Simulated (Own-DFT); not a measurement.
# One host, several defects: L1_0 TiAl

Source: density functional calculations with Own-DFT, an unreviewed in-house program that is no longer used. Nothing was measured or relaxed, and spin and spin-orbit coupling are left out.

Settings: PBE; PseudoDojo norm-conserving scalar-relativistic files; cutoff 42 hartree; 4 x 4 x 4 k mesh centred on Gamma; cold (Marzari-Vanderbilt) smearing of 0.2 eV.

Caveats: forces on such cells failed a check on a denser k mesh; stress not checked against mesh or cutoff.

All runs share one cell, with vectors in Å (5.622, 5.622, 0.000); (-5.622, 5.622, 0.000); (0.000, 0.000, 8.133) and a volume of 514.0 Å³. The atoms are randomly displaced, by u rms on each axis. The defect's site can differ from row to row.

```
            cell   formula   u (Å)  P (GPa)
       no defect  Al16Ti16  0.0210     1.20
       no defect  Al16Ti16  0.0468     1.66
       no defect  Al16Ti16  0.0511     1.77
  one Ti vacancy  Al16Ti15  0.0294     0.56
  one Ti vacancy  Al16Ti15  0.0299     0.47
  one Ti vacancy  Al16Ti15  0.0303        ?
  one Ti vacancy  Al16Ti15  0.0317     0.57
two Al vacancies  Al14Ti16  0.0282    -0.65
two Al vacancies  Al14Ti16  0.0512    -0.14
two Al vacancies  Al14Ti16  0.0590     0.02
```

## Analysis

P = P0 + c u² + a shift for each defect gives P0 = 1.09 GPa, c = 259 ± 15 GPa/Å² and a scatter of 0.04 GPa. The shifts, and each times the cell's volume:

- one Ti vacancy: -0.80 ± 0.03 GPa, -2.6 eV
- two Al vacancies: -1.94 ± 0.03 GPa, -6.2 eV (-3.1 eV for each of its 2 sites)

A positive shift means that the defect pushes the cell outwards. Shift times volume (160.2 GPa Å³ is 1 eV) depends little on the cell's size, so, taken for each site, it can be compared between cells at like pressure. The atoms around the defects weren't relaxed, which would change these numbers.

## The run left out

Q: what pressure belongs in the blank (one Ti vacancy, u = 0.0303 Å)?

From the fit: 0.53 ± 0.04 GPa. The run itself gave 0.42 GPa.
